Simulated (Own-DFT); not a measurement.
# Response to strain: wurtzite GaN, 72 atoms (Ga36N36)

Calculated results; nothing here was measured. They come from Own-DFT, an in-house plane-wave density functional program, since retired, whose code no person has reviewed. Each row is one single-point run on a periodic cell that was not relaxed, without spin or spin-orbit coupling.

Settings of every run: PBE; PseudoDojo norm-conserving scalar-relativistic files; cutoff 42 hartree; 4 x 4 x 3 k mesh centred on Gamma; Fermi-Dirac smearing of 0.1 eV.

Known limits: forces not confirmed at this smearing and k mesh; stress not checked against mesh or cutoff.

Unstrained cell vectors in Å: (9.567, 0.000, 0.000); (-4.784, 8.285, 0.000); (0.000, 0.000, 10.370). The unstrained cell has measured lattice constants (interpolated for alloys), not those of this functional. That, the random moves and any unrelaxed bonds set the pressure at no strain. Each run strains this cell uniformly, with the atoms carried along. Every atom was also moved at random, by a Gaussian of width 0.05 Å on each axis. Strain is the symmetric tensor, in per cent. Stress is positive in tension, and the pressure is minus a third of its trace.

```
run  e_xx (%)  e_yy (%)  e_zz (%)  e_yz (%)  e_xz (%)  e_xy (%)  s_xx (GPa)  s_yy (GPa)  s_zz (GPa)  s_yz (GPa)  s_xz (GPa)  s_xy (GPa)  P (GPa)  E (meV/atom)
  1      0.38     -0.03     -1.65     -0.68     -1.97      1.29       -8.40       -8.52      -14.52       -1.47       -4.07        5.23    10.48          31.3
  2      1.88     -1.07      0.10     -1.51     -0.52     -1.82       -1.24       -9.49       -6.88       -2.27       -1.02       -5.76     5.87          19.7
  3      1.93     -1.85      1.94     -0.66     -1.77      1.44       -0.31      -11.18       -0.95       -1.11       -3.47        4.71     4.15          23.0
  4     -0.11     -0.61     -1.77     -0.54     -0.27      0.62      -11.56      -10.10      -18.50       -1.33        1.04        2.44    13.38          47.8
  5     -1.53     -1.61      1.38      0.18      1.92      0.61      -16.67      -16.19       -3.95        0.86        4.26        2.61    12.27          54.1
  6      1.58     -1.01      0.28     -1.36      1.36     -1.27       -0.98      -10.05       -8.33       -3.50        2.98       -2.72     6.45          33.2
  7     -0.97      1.73      0.16     -0.87     -1.71     -0.39       -9.45       -0.65       -6.87       -1.48       -3.42       -0.58     5.66          19.7
  8      0.78      1.18     -0.68     -1.33     -0.93     -1.97       -4.43       -3.15       -9.34       -3.49       -2.58       -5.95     5.64          26.8
  9     -0.25     -1.57      1.29      0.54     -1.04      0.29       -8.57      -15.82       -2.92        1.11       -2.49        0.92     9.10          27.5
 10      1.17      0.28      0.07      1.51      0.57      1.68       -2.17       -6.68       -7.12        3.84        0.99        3.82     5.32          33.9
 11      1.71      0.09     -0.94     -0.60     -1.20      0.34        0.15       -6.70      -11.99       -0.77       -2.20        0.82     6.18          22.3
 12      0.65      1.80     -0.64      1.03      1.58     -0.04       -4.23       -0.85       -7.96        1.86        3.44        0.15     4.35          15.1
 13      0.82      0.08      1.66      0.05     -0.16     -1.28       -2.76       -4.07       -0.57        0.10       -0.91       -3.87     2.47           0.0
 14      0.24     -1.81      1.89      0.28      0.14      0.80       -6.84      -13.39       -1.00        0.70        0.42        2.86     7.08          17.2
 15     -1.34     -0.74      1.78      0.79     -1.89     -1.44      -13.83      -11.48       -3.11        1.63       -3.16       -5.90     9.47          51.7
 16      0.66      0.74      1.19      1.45      1.76     -0.44           ?           ?           ?           ?           ?           ?        ?             ?
```

E is the free energy for each atom above the lowest run shown.

## Worked fit

Each stress component was fitted by least squares to a constant and the strains of the runs shown, as fractions, with shears doubled. Shear strains stay in the fit of a normal stress only where such slopes are resolved. The slopes, in GPa:

```
stress  at no strain  per e_xx  per e_yy  per e_zz  scatter
  s_xx          -8.1  465 ± 21  123 ± 23  102 ± 22     0.86
  s_yy          -7.9  122 ± 28  413 ± 30   64 ± 29     1.15
  s_zz          -8.3   58 ± 25  104 ± 27  451 ± 27     1.04
```

Each shear stress against twice its own strain: yz 106 ± 12, xz 103 ± 6, xy 172 ± 8 GPa. These are stiffnesses along x, y and z of the frame in which the cell vectors are given, which need not be the crystal's axes. The atoms are held to the strained lattice; where symmetry lets them move under strain, relaxing them would lower some slopes. The table should be nearly symmetric about its diagonal, and what it lacks of that shows the noise. A ninth of its sum, 211 ± 7 GPa, estimates the bulk modulus near the mean pressure of these runs, 7.2 GPa, so it lies above the value at zero pressure.

## Withheld run

Question: what normal stresses and pressure should run 16 give?

The fit gives s_xx = -3.0, s_yy = -3.3, s_zz = -1.8 and P = 2.7 GPa. The calculation gave -5.21, -1.83, -1.63 and P = 2.89 GPa.
